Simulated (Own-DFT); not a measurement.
## Calculated data, GaN (wurtzite, strained, atoms displaced)

All values are calculated (Own-DFT development build). A calculation, not a measurement: plane-wave PBE density functional theory by an unreviewed code, no spin, of a simulated periodic cell, stress positive in tension, free energy of the whole cell less one offset for each atom, forces on such cells passed a denser k mesh, this cell's mesh not checked; offsets are fitted by least squares, one for each functional and potential file, so energies compare only between cells with the same atoms and settings and are not formation energies; the far tail of each file's local potential was reset to the Coulomb form; each entry is a single point on an unrelaxed cell, so the pressure reflects the starting lattice, mostly measured values (interpolated for alloys), from which strain is counted, and rises with the displacements; printed positions are rounded, which can move forces by about a meV/angstrom; the program, named Own-DFT, is a retired in-house code; no spin-orbit coupling.

Common to all runs: functional PBE; potential files PseudoDojo norm-conserving, scalar-relativistic, standard set with the stringent files for Ga; wave cutoff 96 hartree; occupations Gaussian; smearing width 0.01 eV; k mesh 3 x 4 x 3 centred on Gamma.

(1) GaN (wurtzite, strained, atoms displaced)

```
GaN
1.0
     12.7560     0.0000     0.0000
     -4.7835     8.2853     0.0000
      0.0000     0.0000    10.1626
Ga N Ga N Ga N Ga N Ga N Ga N Ga N Ga N Ga N Ga N Ga N Ga N Ga N Ga N Ga N Ga N Ga N Ga N Ga N Ga N Ga N Ga N Ga N Ga N
2 2 2 2 2 2 2 2 2 2 2 2 2 2 2 2 2 2 2 2 2 2 2 2 2 2 2 2 2 2 2 2 2 2 2 2 2 2 2 2 2 2 2 2 2 2 2 2
Direct
  0.08429 0.22097 0.00000
  0.16930 0.11487 0.24983
  0.08280 0.21292 0.18267
  0.16666 0.10846 0.44714
  0.08642 0.22010 0.49781
  0.16621 0.11302 0.74967
  0.08443 0.22341 0.69633
  0.16653 0.11508 0.94395
  0.07911 0.55612 0.00106
  0.16532 0.44820 0.25152
  0.07769 0.55141 0.18221
  0.16268 0.44189 0.43974
  0.08488 0.55111 0.49988
  0.16064 0.43816 0.74567
  0.07890 0.55226 0.69070
  0.16373 0.44994 0.94203
  0.08038 0.88824 0.00193
  0.16294 0.78068 0.24365
  0.08606 0.89684 0.18041
  0.16722 0.77922 0.43643
  0.07997 0.89040 0.49977
  0.16753 0.76569 0.75174
  0.08760 0.90134 0.68509
  0.16446 0.77329 0.93724
  0.33511 0.23076 0.99088
  0.41519 0.10467 0.24810
  0.33162 0.22442 0.18525
  0.41122 0.11092 0.43612
  0.32917 0.21562 0.49847
  0.42653 0.11467 0.74478
  0.33572 0.21632 0.68717
  0.41227 0.10520 0.93994
  0.33505 0.56341 0.99976
  0.41743 0.44892 0.24931
  0.33653 0.55471 0.19268
  0.42446 0.44831 0.44071
  0.33005 0.54802 0.49935
  0.42035 0.44533 0.75162
  0.33397 0.55629 0.69067
  0.41274 0.44161 0.94252
  0.33633 0.89192 0.01087
  0.42270 0.78322 0.25553
  0.32791 0.88723 0.18972
  0.41213 0.77335 0.43606
  0.33677 0.88463 0.49851
  0.40874 0.76934 0.75210
  0.33524 0.88230 0.69254
  0.41681 0.77630 0.94668
  0.58967 0.23037 0.01554
  0.67013 0.11518 0.25011
  0.58449 0.22017 0.19380
  0.65760 0.10371 0.43135
  0.57482 0.21490 0.50318
  0.65983 0.10714 0.74931
  0.58297 0.21771 0.68389
  0.67404 0.12043 0.94373
  0.58393 0.55175 0.00271
  0.66734 0.45164 0.25368
  0.59311 0.56178 0.18561
  0.66524 0.44159 0.43737
  0.57744 0.55391 0.49480
  0.66803 0.44561 0.75496
  0.58837 0.56338 0.68829
  0.66611 0.44374 0.93279
  0.58729 0.89151 0.99264
  0.67207 0.78196 0.24905
  0.58882 0.89137 0.18807
  0.66817 0.79088 0.43351
  0.58300 0.88035 0.50060
  0.67121 0.78694 0.74774
  0.58544 0.88575 0.69391
  0.65721 0.76649 0.94233
  0.84099 0.23489 0.00696
  0.91871 0.11371 0.25200
  0.83322 0.22251 0.19867
  0.91324 0.11408 0.43527
  0.83276 0.22428 0.49971
  0.91594 0.10049 0.75297
  0.83456 0.22451 0.66951
  0.91056 0.11296 0.93905
  0.84169 0.56435 0.99770
  0.91174 0.43551 0.24813
  0.82325 0.55013 0.19637
  0.92067 0.44671 0.44074
  0.83514 0.56756 0.50066
  0.92224 0.45834 0.75332
  0.83669 0.55866 0.68691
  0.92310 0.45328 0.93192
  0.83040 0.88128 0.00301
  0.91779 0.78394 0.24846
  0.83382 0.88999 0.18593
  0.91266 0.77759 0.43653
  0.83561 0.88927 0.49923
  0.91499 0.77087 0.75088
  0.83244 0.88486 0.69218
  0.92046 0.77616 0.94427
```

| Quantity | Value |
| --- | --- |
| free energy of cell above offsets | -3.603 eV |
| pressure | 11.25 GPa |
| stress xx | -8.25 GPa |
| stress yy | -8.02 GPa |
| stress zz | -17.47 GPa |
| stress yz | 0.14 GPa |
| stress xz | 0.28 GPa |
| stress xy | 0.74 GPa |

Force:
| element | x (eV/Å) | y (eV/Å) | z (eV/Å) |
| --- | --- | --- | --- |
| Ga | -0.901 | 0.714 | -1.015 |
| Ga | 0.282 | -0.069 | -0.001 |
| N | -0.931 | 1.359 | 1.935 |
| N | -0.601 | 0.375 | -1.824 |
| Ga | -1.594 | -0.125 | 0.754 |
| Ga | 1.028 | 0.22 | 0.764 |
| N | -0.328 | -0.797 | -1.498 |
| N | 0.277 | -0.835 | -1.186 |
| Ga | 1.411 | 0.547 | -0.888 |
| Ga | 0.452 | -0.539 | -1.216 |
| N | 0.115 | 0.375 | 1.843 |
| N | 1.25 | -0.405 | -0.027 |
| Ga | -1.42 | 1.131 | -0.064 |
| Ga | 0.496 | 1.098 | 1.44 |
| N | 1.28 | 0.28 | -0.902 |
| N | 0.901 | -0.629 | -0.508 |
| Ga | 1.66 | 0.978 | -1.988 |
| Ga | 0.077 | -0.823 | 0.836 |
| N | -0.443 | -0.768 | 2.574 |
| N | -0.237 | -0.276 | 0.199 |
| Ga | 1.023 | -1.003 | -0.059 |
| Ga | -0.709 | 2.079 | -0.38 |
| N | -0.027 | -2.307 | 1.026 |
| N | -0.023 | 0.93 | 0.916 |
| Ga | 0.341 | -2.224 | 1.18 |
| Ga | -0.687 | 1.259 | -0.168 |
| N | 0.992 | 0.157 | 0.554 |
| N | 0.749 | -0.759 | 0.359 |
| Ga | 0.717 | 1.021 | 0.391 |
| Ga | -1.934 | -1.47 | 1.565 |
| N | -0.397 | 0.895 | 0.529 |
| N | 0.887 | 1.265 | -0.108 |
| Ga | -0.325 | -1.577 | 0.511 |
| Ga | 1.231 | -0.708 | -0.284 |
| N | -1.359 | 0.781 | -0.115 |
| N | -2.928 | -1.664 | -0.773 |
| Ga | 0.327 | 0.588 | 0.005 |
| Ga | -0.047 | -0.141 | -0.438 |
| N | -0.205 | -1.28 | -0.37 |
| N | 0.462 | 1.826 | -0.721 |
| Ga | -0.529 | -0.434 | -2.627 |
| Ga | -0.053 | -0.317 | -1.964 |
| N | 1.061 | -0.42 | 1.429 |
| N | 1.106 | -0.469 | 1.437 |
| Ga | -1.574 | 0.493 | 0.364 |
| Ga | 1.511 | 0.689 | 0.732 |
| N | -0.808 | 0.836 | -0.909 |
| N | -0.14 | 1.201 | -0.98 |
| Ga | -0.579 | -0.901 | -2.869 |
| Ga | -0.51 | -1.191 | -0.271 |
| N | -0.692 | 0.6 | 1.029 |
| N | 0.288 | 0.315 | 2.076 |
| Ga | 1.003 | 0.658 | -2.211 |
| Ga | 2.059 | 0.822 | 0.125 |
| N | 0.426 | 1.349 | 1.095 |
| N | -0.506 | -0.208 | -0.483 |
| Ga | -0.555 | -0.284 | -0.906 |
| Ga | -0.46 | -1.702 | 0.171 |
| N | -1.696 | -0.359 | 1.033 |
| N | -0.227 | 0.406 | 1.428 |
| Ga | 2.862 | 1.487 | 1.172 |
| Ga | -0.187 | -0.048 | -2.487 |
| N | -0.035 | -0.647 | -0.102 |
| N | 0.708 | 0.211 | 2.335 |
| Ga | -0.496 | 0.345 | 1.186 |
| Ga | -0.765 | -0.045 | -0.642 |
| N | -0.654 | 0.027 | -0.355 |
| N | 1.823 | -1.947 | 0.8 |
| Ga | -1.637 | 1.597 | 0.268 |
| Ga | -0.018 | -1.617 | 1.052 |
| N | -1.628 | 0.163 | -0.565 |
| N | 1.532 | 1.158 | -0.886 |
| Ga | -0.462 | -0.804 | -0.799 |
| Ga | 0.328 | -0.364 | -0.903 |
| N | 0.627 | -0.405 | -1.622 |
| N | 1.568 | -0.551 | 1.02 |
| Ga | -0.975 | -0.088 | -3.339 |
| Ga | -1.272 | 1.769 | -0.773 |
| N | -0.076 | -0.279 | 6.227 |
| N | 1.102 | -0.655 | 0.615 |
| Ga | -1.103 | -1.927 | 1.217 |
| Ga | -0.369 | 2.155 | 1.354 |
| N | 2.708 | 1.364 | -1.727 |
| N | -0.971 | 0.404 | -0.531 |
| Ga | 0.486 | -2.478 | -0.742 |
| Ga | -0.558 | -2.611 | -2.266 |
| N | -0.724 | -0.395 | 0.541 |
| N | -1.312 | -0.952 | 1.983 |
| Ga | -0.765 | 0.712 | -1.226 |
| Ga | 0.371 | -0.779 | -0.483 |
| N | 0.387 | 0.501 | 0.891 |
| N | 0.639 | 1.038 | -0.102 |
| Ga | -1.202 | 0.728 | 0.094 |
| Ga | 0.569 | 1.575 | 0.005 |
| N | 0.879 | 0.033 | -0.593 |
| N | -1.367 | 0.761 | -1.161 |

(2) GaN (wurtzite, strained, atoms displaced)

```
GaN
1.0
     12.7560     0.0000     0.0000
     -4.7835     8.2853     0.0000
      0.0000     0.0000    10.1626
Ga N Ga N Ga N Ga N Ga N Ga N Ga N Ga N Ga N Ga N Ga N Ga N Ga N Ga N Ga N Ga N Ga N Ga N Ga N Ga N Ga N Ga N Ga N Ga N
2 2 2 2 2 2 2 2 2 2 2 2 2 2 2 2 2 2 2 2 2 2 2 2 2 2 2 2 2 2 2 2 2 2 2 2 2 2 2 2 2 2 2 2 2 2 2 2
Direct
  0.08563 0.22783 0.00526
  0.17061 0.11196 0.24891
  0.08843 0.22261 0.19323
  0.16916 0.10613 0.44727
  0.07571 0.21475 0.49976
  0.16664 0.10754 0.74733
  0.08542 0.22662 0.68258
  0.16543 0.10732 0.93694
  0.08465 0.55551 0.99980
  0.15796 0.44887 0.25090
  0.08317 0.55770 0.19128
  0.16766 0.44214 0.44675
  0.08437 0.54332 0.49845
  0.16765 0.43769 0.74920
  0.08185 0.55369 0.68726
  0.16641 0.44433 0.94448
  0.08362 0.88915 0.00223
  0.16935 0.77897 0.24673
  0.08608 0.88749 0.18641
  0.17195 0.78101 0.44346
  0.07098 0.87912 0.49647
  0.16909 0.78809 0.74626
  0.08263 0.88812 0.69344
  0.16688 0.77409 0.94003
  0.32736 0.22221 0.00429
  0.41682 0.11394 0.24463
  0.33327 0.22367 0.19473
  0.41872 0.11269 0.43332
  0.33375 0.22728 0.49806
  0.41198 0.11365 0.75077
  0.33856 0.22394 0.69755
  0.42717 0.12239 0.94771
  0.33167 0.55448 0.00789
  0.41754 0.45360 0.24950
  0.33288 0.55580 0.18509
  0.41066 0.44060 0.43362
  0.33623 0.55516 0.49799
  0.41761 0.45040 0.75532
  0.33078 0.55921 0.69746
  0.41963 0.45333 0.94193
  0.33401 0.88703 0.99538
  0.41796 0.78088 0.24774
  0.33879 0.88850 0.18811
  0.42064 0.78566 0.43790
  0.34148 0.89893 0.49941
  0.41995 0.77651 0.74437
  0.33632 0.90074 0.68292
  0.41539 0.78235 0.94088
  0.58200 0.21912 0.99431
  0.66892 0.11335 0.23870
  0.59150 0.22938 0.18396
  0.66239 0.10035 0.43037
  0.59290 0.22274 0.49630
  0.66691 0.10160 0.74922
  0.58887 0.22090 0.69419
  0.66655 0.11418 0.94405
  0.57919 0.55588 0.00624
  0.66362 0.43850 0.24778
  0.58596 0.55716 0.18770
  0.66181 0.44762 0.43566
  0.58049 0.54420 0.50519
  0.65811 0.43535 0.75133
  0.59098 0.55846 0.68976
  0.65910 0.44385 0.94014
  0.59061 0.90177 0.99967
  0.67360 0.77945 0.25281
  0.58212 0.88651 0.18894
  0.66568 0.77950 0.44403
  0.59245 0.89711 0.50133
  0.67334 0.77854 0.76135
  0.58809 0.89817 0.68316
  0.67439 0.78911 0.93825
  0.83281 0.21897 0.00041
  0.91601 0.12202 0.25801
  0.83186 0.22466 0.18377
  0.91808 0.11520 0.43520
  0.83683 0.22781 0.49717
  0.92419 0.10694 0.75584
  0.83004 0.21579 0.68937
  0.91263 0.11061 0.93389
  0.82959 0.55690 0.99355
  0.92222 0.45389 0.25764
  0.82510 0.55238 0.18589
  0.91873 0.45086 0.43879
  0.83424 0.55408 0.50487
  0.92889 0.45763 0.74977
  0.83461 0.55835 0.68784
  0.91885 0.45168 0.94000
  0.83694 0.88746 0.99406
  0.92047 0.78487 0.25468
  0.84580 0.89283 0.19237
  0.91277 0.77156 0.44727
  0.82956 0.88868 0.49731
  0.91709 0.78195 0.75576
  0.83266 0.89038 0.68728
  0.91524 0.76886 0.93495
```

| Property | Result |
| --- | --- |
| free energy of cell above offsets | -3.926 eV |
| pressure | 11.03 GPa |
| stress xx | -8.82 GPa |
| stress yy | -7.99 GPa |
| stress zz | -16.27 GPa |
| stress yz | -0.08 GPa |
| stress xz | -0.01 GPa |
| stress xy | 0.54 GPa |

Force:
| element | x (eV/Å) | y (eV/Å) | z (eV/Å) |
| --- | --- | --- | --- |
| Ga | -0.286 | -1.049 | -0.442 |
| Ga | -0.431 | -0.463 | 1.261 |
| N | -1.241 | 0.405 | 0.184 |
| N | -1.517 | -0.09 | -0.945 |
| Ga | 1.944 | 0.553 | -0.734 |
| Ga | 0.016 | 0.706 | -0.354 |
| N | 0.519 | -1.152 | 1.438 |
| N | -0.623 | 0.507 | 0.443 |
| Ga | -0.674 | -0.022 | -0.2 |
| Ga | 2.828 | -0.835 | 0.618 |
| N | -0.576 | 0.311 | -0.507 |
| N | 0.543 | -0.752 | -1.436 |
| Ga | -0.937 | 2.542 | 0.666 |
| Ga | -1.232 | 1.132 | 0.616 |
| N | 2.037 | 1.077 | 0.047 |
| N | 0.184 | -0.172 | -0.786 |
| Ga | 0.168 | -0.738 | -0.993 |
| Ga | 0.596 | 0.638 | 1.225 |
| N | -0.318 | 0.296 | 0.987 |
| N | -0.857 | -0.882 | -0.647 |
| Ga | 3.002 | 1.006 | 1.048 |
| Ga | 1.084 | -1.35 | 0.034 |
| N | -0.803 | 0.266 | -0.809 |
| N | -0.321 | 0.81 | -0.319 |
| Ga | 1.477 | 0.448 | -0.472 |
| Ga | 1.207 | -0.173 | 0.105 |
| N | 0.092 | 0.709 | -0.799 |
| N | 0.126 | 1.207 | 0.652 |
| Ga | 1 | -1.244 | 0.588 |
| Ga | 2.692 | -0.174 | 0.861 |
| N | -2.048 | 1.364 | -1.355 |
| N | -3.532 | -2.022 | -1.363 |
| Ga | 0.035 | 1.02 | -2.397 |
| Ga | 0.558 | -0.557 | -0.658 |
| N | -0.9 | 0.135 | 2.49 |
| N | 0.929 | 0.825 | 1.246 |
| Ga | -0.716 | 1.177 | 0.505 |
| Ga | 0.557 | -0.115 | -0.501 |
| N | 1.174 | -0.692 | -1.524 |
| N | -0.731 | -1.002 | 0.317 |
| Ga | -0.402 | 1.064 | 0.514 |
| Ga | 0.525 | -0.386 | 0.466 |
| N | -1.399 | 0.414 | -0.42 |
| N | 0.61 | -1.114 | 0.496 |
| Ga | -0.685 | -0.581 | -0.893 |
| Ga | -0.776 | 1.571 | 0.851 |
| N | 0.398 | -1.162 | 1.602 |
| N | 1.708 | -0.682 | -0.859 |
| Ga | 1.244 | 1.843 | 0.987 |
| Ga | -0.621 | -0.649 | 0.872 |
| N | -1.143 | -1.414 | 0.237 |
| N | 1.028 | 2.509 | -0.138 |
| Ga | -1.473 | -0.166 | 0.472 |
| Ga | -0.219 | 2.171 | 0.82 |
| N | -0.963 | -0.655 | -1.036 |
| N | 0.811 | 0.327 | -1.129 |
| Ga | 0.862 | 0.649 | -1.158 |
| Ga | -0.06 | 0.963 | 0.025 |
| N | -0.658 | 0.198 | 1.342 |
| N | 1.992 | -0.842 | 0.422 |
| Ga | -1.123 | 1.472 | -0.702 |
| Ga | 1.689 | 0.666 | 0.193 |
| N | -1.854 | 0.108 | 0.578 |
| N | 0.677 | 0.385 | -0.13 |
| Ga | -0.731 | -1.937 | 0.264 |
| Ga | -0.488 | 0.147 | -0.379 |
| N | 1.179 | 0.171 | -0.147 |
| N | 0.586 | -1.146 | -0.707 |
| Ga | -1.135 | -1.472 | -0.822 |
| Ga | -0.928 | 0.038 | -2.949 |
| N | 0.276 | -2.702 | 1.469 |
| N | -0.807 | -1.042 | 1.954 |
| Ga | -0.314 | 1.395 | -1.193 |
| Ga | 0.907 | -0.906 | -3.004 |
| N | 1.214 | 0.712 | 1.365 |
| N | -0.576 | -0.699 | 1.686 |
| Ga | -0.98 | -0.763 | 0.964 |
| Ga | -1.645 | 0.772 | -2.269 |
| N | 1.299 | 1.066 | -0.164 |
| N | 1.434 | 0.091 | 2.106 |
| Ga | -0.005 | -1.476 | 0.956 |
| Ga | -1.878 | -0.448 | -2.395 |
| N | 1.741 | 1.123 | 0.615 |
| N | 0.267 | -0.751 | 0.736 |
| Ga | -1.136 | -0.342 | -0.42 |
| Ga | -2.386 | -2.064 | 0.368 |
| N | -0.146 | -0.264 | 1.28 |
| N | 0.202 | -0.918 | 0.074 |
| Ga | 0.349 | 0.433 | 1.49 |
| Ga | 0.758 | -1.818 | -0.291 |
| N | -2.223 | 0.978 | -0.742 |
| N | -1.165 | 0.399 | -1.391 |
| Ga | 0.352 | -0.068 | 0.561 |
| Ga | 0.073 | -0.813 | -2.286 |
| N | 0.799 | 0.143 | 0.291 |
| N | -0.084 | 1.819 | 1.479 |

(3) GaN (wurtzite, strained, atoms displaced)

```
GaN
1.0
     12.7560     0.0000     0.0000
     -4.7835     8.2853     0.0000
      0.0000     0.0000    10.1626
Ga N Ga N Ga N Ga N Ga N Ga N Ga N Ga N Ga N Ga N Ga N Ga N Ga N Ga N Ga N Ga N Ga N Ga N Ga N Ga N Ga N Ga N Ga N Ga N
2 2 2 2 2 2 2 2 2 2 2 2 2 2 2 2 2 2 2 2 2 2 2 2 2 2 2 2 2 2 2 2 2 2 2 2 2 2 2 2 2 2 2 2 2 2 2 2
Direct
  0.07896 0.21051 0.99881
  0.16358 0.10318 0.24340
  0.08303 0.21682 0.19717
  0.16361 0.11333 0.44868
  0.08099 0.21703 0.49977
  0.17606 0.11805 0.74322
  0.07999 0.21565 0.68628
  0.17461 0.10956 0.93381
  0.08267 0.55217 0.00103
  0.15886 0.44641 0.24915
  0.08667 0.56593 0.19542
  0.16123 0.43494 0.43705
  0.08261 0.55219 0.49781
  0.16866 0.44164 0.74393
  0.08239 0.55710 0.68217
  0.16753 0.44642 0.94153
  0.07866 0.88028 0.00765
  0.16933 0.78317 0.25385
  0.08380 0.88749 0.18849
  0.16439 0.78301 0.44017
  0.08131 0.88581 0.50462
  0.16343 0.77670 0.75085
  0.08404 0.89332 0.69540
  0.16780 0.77957 0.94448
  0.32613 0.21661 0.00085
  0.41847 0.11300 0.24473
  0.32849 0.21811 0.19333
  0.42358 0.11937 0.42879
  0.33493 0.22544 0.49975
  0.41626 0.10985 0.74593
  0.33681 0.22810 0.69110
  0.41293 0.10743 0.93524
  0.33226 0.55991 0.99458
  0.41406 0.45166 0.25079
  0.33354 0.55869 0.18857
  0.41583 0.44575 0.44251
  0.33836 0.55492 0.50370
  0.41324 0.44093 0.73536
  0.33993 0.56009 0.69086
  0.41735 0.43848 0.93942
  0.33558 0.89151 0.99866
  0.41251 0.78010 0.24504
  0.33280 0.88530 0.19044
  0.41119 0.77186 0.43635
  0.33445 0.89394 0.49657
  0.41084 0.77494 0.74736
  0.33460 0.89116 0.68388
  0.42134 0.77581 0.93043
  0.58902 0.22879 0.00154
  0.66680 0.10249 0.25275
  0.58460 0.22068 0.18751
  0.67701 0.11870 0.44139
  0.58799 0.23003 0.49500
  0.66950 0.11122 0.75056
  0.58199 0.21547 0.69067
  0.66254 0.10690 0.93771
  0.59048 0.56186 0.00335
  0.66790 0.44586 0.25250
  0.58796 0.55842 0.18481
  0.67022 0.46446 0.44363
  0.58570 0.55073 0.50828
  0.66055 0.44025 0.76228
  0.58423 0.55765 0.68716
  0.66756 0.45147 0.93401
  0.58345 0.88372 0.00731
  0.66490 0.77531 0.24998
  0.58381 0.88854 0.18351
  0.66904 0.77465 0.43055
  0.57978 0.89518 0.50354
  0.66083 0.76749 0.75179
  0.58721 0.88280 0.68845
  0.66064 0.77203 0.94288
  0.83987 0.22534 0.00278
  0.91429 0.11093 0.24697
  0.84104 0.22338 0.19087
  0.91570 0.11952 0.44439
  0.83564 0.22236 0.49940
  0.91304 0.11092 0.75280
  0.83213 0.21821 0.68993
  0.92129 0.11085 0.93267
  0.84285 0.56068 0.00252
  0.91283 0.43717 0.25352
  0.83735 0.55650 0.18345
  0.91302 0.44233 0.43665
  0.83658 0.56360 0.49558
  0.91747 0.45011 0.75386
  0.83595 0.55899 0.68293
  0.90931 0.44229 0.93532
  0.82810 0.87718 0.00001
  0.92497 0.78568 0.25052
  0.82877 0.89315 0.19264
  0.92316 0.78468 0.43375
  0.82974 0.88732 0.50478
  0.91392 0.77728 0.74115
  0.83171 0.89460 0.68697
  0.91289 0.77415 0.94114
```

| Property | Result |
| --- | --- |
| free energy of cell above offsets | -4.172 eV |
| pressure | 11.04 GPa |
| stress xx | -8.08 GPa |
| stress yy | -7.72 GPa |
| stress zz | -17.33 GPa |
| stress yz | -0.53 GPa |
| stress xz | -0.12 GPa |
| stress xy | 1.18 GPa |

Force:
| element | x (eV/Å) | y (eV/Å) | z (eV/Å) |
| --- | --- | --- | --- |
| Ga | 1.421 | 1.083 | 0.252 |
| Ga | 0.032 | 1.221 | 2.068 |
| N | -0.652 | 0.5 | -1.503 |
| N | 1.702 | -1.021 | -1.423 |
| Ga | -0.827 | 0.403 | -0.232 |
| Ga | -1.745 | -0.851 | 0.786 |
| N | 0.36 | 0.796 | 1.058 |
| N | -2.737 | -1.29 | 0.399 |
| Ga | -0.207 | 0.526 | 0.107 |
| Ga | 1.863 | -0.556 | 0.06 |
| N | -0.938 | -1.081 | -0.997 |
| N | 0.549 | 1.384 | 0.667 |
| Ga | -0.124 | 0.213 | -0.825 |
| Ga | -0.747 | -0.15 | 0.477 |
| N | 0.479 | -0.195 | 1.539 |
| N | -0.486 | -1.033 | -0.719 |
| Ga | 0.246 | 1.025 | -2.529 |
| Ga | 0.025 | -0.139 | -0.179 |
| N | 0.37 | -0.029 | 0.585 |
| N | 0.984 | -0.512 | 0.245 |
| Ga | 0.08 | 1.193 | 0.106 |
| Ga | 0.408 | 0.231 | 0.055 |
| N | 0.14 | -0.455 | -0.486 |
| N | -0.123 | -0.842 | -0.59 |
| Ga | 2.026 | 1.482 | 0.244 |
| Ga | -0.374 | -0.003 | -0.618 |
| N | 0.602 | 0.706 | -0.278 |
| N | -0.367 | -0.368 | 1.736 |
| Ga | -0.229 | -0.739 | -0.818 |
| Ga | 0.237 | 0.083 | 0.656 |
| N | 0.894 | -1.152 | -1.408 |
| N | 0.694 | 0.714 | 0.749 |
| Ga | 1.492 | -0.931 | 0.372 |
| Ga | 0.986 | -0.803 | -0.434 |
| N | -0.809 | -0.088 | -0.291 |
| N | 1.056 | -0.047 | -0.292 |
| Ga | -1.779 | 0.047 | -1.065 |
| Ga | 1.195 | 1.22 | 3.108 |
| N | -1.468 | -0.714 | -0.472 |
| N | -0.388 | 0.798 | -0.488 |
| Ga | 0.439 | -0.372 | -0.298 |
| Ga | 1.456 | -0.778 | 0.695 |
| N | -0.815 | 1.196 | -0.614 |
| N | 0.346 | 1.037 | 0.261 |
| Ga | -0.068 | -0.175 | -0.458 |
| Ga | 1.248 | 1.269 | -0.366 |
| N | -0.677 | -0.4 | 0.445 |
| N | -1.035 | 0.604 | 1.527 |
| Ga | -0.711 | -0.639 | -1.071 |
| Ga | -0.077 | 0.971 | -0.558 |
| N | 0.545 | 0.392 | 0.843 |
| N | -2.166 | -0.877 | -0.568 |
| Ga | 0.327 | 0.15 | 0.67 |
| Ga | -0.26 | -0.755 | -0.105 |
| N | -0.127 | 1.031 | -0.739 |
| N | 1.099 | 0.418 | 0.976 |
| Ga | -1.555 | -1.907 | -0.936 |
| Ga | 0.047 | 0.319 | -0.467 |
| N | -0.64 | -0.788 | 1.562 |
| N | 2.297 | -2.687 | -1.452 |
| Ga | -2.279 | 1.995 | -1.67 |
| Ga | 0.771 | -0.036 | -4.107 |
| N | 0.151 | -1.244 | 1.378 |
| N | 1.207 | -0.332 | 3.434 |
| Ga | -0.703 | 0.793 | -2.892 |
| Ga | -0.025 | -0.067 | -0.405 |
| N | -0.455 | -0.259 | 2.591 |
| N | -1.176 | 0.188 | 2.302 |
| Ga | 1.185 | -0.946 | -0.895 |
| Ga | 0.406 | 1.331 | 0.198 |
| N | -1.565 | 0.591 | 0.27 |
| N | 0.954 | 1.111 | -0.846 |
| Ga | -0.919 | -1.034 | -0.909 |
| Ga | 1.361 | -0.415 | 1.651 |
| N | -1.862 | 0.02 | -0.667 |
| N | 1.247 | -1.804 | -1.202 |
| Ga | -0.039 | 1.021 | 1.134 |
| Ga | 0.706 | 0.197 | -1.542 |
| N | -0.168 | 1.369 | 0.15 |
| N | -1.143 | -0.793 | 2.032 |
| Ga | -1.851 | -0.529 | -0.854 |
| Ga | 0.217 | 1.34 | -0.729 |
| N | -0.408 | 0.033 | 1.969 |
| N | 0.084 | 0.532 | 0.844 |
| Ga | 0.36 | -0.276 | 0.083 |
| Ga | 0.068 | -0.808 | -2.011 |
| N | -0.661 | -0.526 | 0.902 |
| N | 1.896 | -0.047 | 1.157 |
| Ga | -0.395 | 1.231 | 0.243 |
| Ga | -1.86 | -0.929 | -0.569 |
| N | 1.508 | -0.673 | -0.898 |
| N | -0.986 | -0.212 | 1.179 |
| Ga | 0.035 | 0.698 | -1.883 |
| Ga | -0.04 | 0.564 | 1.14 |
| N | 0.233 | -1.279 | 1.288 |
| N | 0.633 | 0.559 | -0.837 |
